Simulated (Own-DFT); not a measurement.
# Short bonds, stiff crystals?

The numbers are computed, not measured, by runs of the plane-wave DFT program Own-DFT (in-house, retired, unreviewed) at fixed positions, with no spin and no spin-orbit coupling.

Keep in mind (not all hold for every row): forces on such cells moved up to 12 meV/angstrom on a denser k mesh; forces not confirmed at this smearing and k mesh; k mesh not checked against a denser one; forces on such cells passed a denser k mesh, each cell not checked; stress not checked against mesh or cutoff.

All runs are PBE with PseudoDojo norm-conserving files; cutoff and k mesh are each material's own. Every cell starts from measured lattice constants and was given uniform random strains and small random moves of its atoms. Each triple is the change of volume in per cent, the rms move u in Å and the pressure in GPa.

- 4H SiC (C36Si36), 10.36 Å³/atom unstrained: (-2.70, 0.052, 12.46); (-2.62, 0.051, 12.28); (-2.22, 0.050, 11.34); (-1.49, 0.049, 8.76); (-0.42, 0.050, 6.15); (0.33, 0.054, 5.25); (2.50, 0.048, 0.00)
- wurtzite AlN (Al36N36), 10.45 Å³/atom unstrained: (-3.82, 0.047, 14.79); (-3.21, 0.050, 12.67); (-2.45, 0.051, 11.12); (-1.05, 0.047, 7.81); (-0.63, 0.051, 8.21); (0.22, 0.051, 5.15); (2.06, 0.049, 1.67)
- wurtzite GaN (Ga48N48), 11.42 Å³/atom unstrained: (-1.37, 0.050, 10.11); (-1.01, 0.048, 8.91); (-0.65, 0.049, 8.40); (0.01, 0.049, 6.86); (0.88, 0.051, 5.52); (1.29, 0.047, 4.24); (2.52, 0.049, 2.58)
- diamond silicon (Si64), 20.02 Å³/atom unstrained: withheld
- zincblende InP (In48P48), 25.27 Å³/atom unstrained: (-2.16, 0.052, 5.52); (-1.83, 0.048, 5.23); (-1.43, 0.051, 4.87); (-0.05, 0.045, 3.66); (1.02, 0.053, 2.95); (1.61, 0.045, 2.51); (3.06, 0.051, 1.52)
- grey tin (Sn64), 34.15 Å³/atom unstrained: (-3.64, 0.053, 5.81); (-1.96, 0.049, 4.84); (-0.89, 0.045, 4.19); (-0.07, 0.052, 3.73); (0.18, 0.046, 3.68); (0.27, 0.053, 3.74); (1.35, 0.048, 3.15)

## Worked fit

Fit a line to each set against the fractional change of volume; B is minus its slope, and u is nearly the same within a set. To take it to zero pressure, assume that B rises by 4 GPa for each GPa: B0 = B - 4 x (mean pressure). The bond length of an ideal tetrahedral crystal with the unstrained volume v is d = (√3/4)(8 v)^(1/3). Cohen's empirical rule reads B0 = (1971 - 220 L) d^(-3.5) GPa, with L = 0 for group IV crystals and SiC and 1 for III-V compounds.

```
                material  L  d (Å)   B (GPa)  mean P (GPa)  B0 (GPa)  rule (GPa)
        4H SiC (C36Si36)  0  1.888  240 ± 10           8.0  207 ± 10         213
  wurtzite AlN (Al36N36)  1  1.893  218 ± 11           8.8  182 ± 11         188
  wurtzite GaN (Ga48N48)  1  1.950   192 ± 9           6.7   166 ± 9         169
  diamond silicon (Si64)  0  2.352         ?             ?         ?          99
zincblende InP (In48P48)  1  2.541    77 ± 2           3.8    62 ± 2          67
         grey tin (Sn64)  0  2.810    54 ± 2           4.2    37 ± 2          53
```

A line through ln[B0/(1971 - 220 L)] against ln d has a slope of -4.2 ± 0.2 and a scatter of 9 %. Against the rule, B0 stands at 97 % for 4H SiC, 97 % for wurtzite AlN, 98 % for wurtzite GaN, 93 % for zincblende InP, 70 % for grey tin. PBE tends to make silicon and heavier crystals too soft, and the rule itself is only a guide.

## Prediction

Q: what B0 does the fitted trend give for diamond silicon (Si64)?

From the line: 85 GPa. Its own runs give B = 105 ± 6 GPa at a mean pressure of 3.0 GPa, so B0 = 93 GPa.
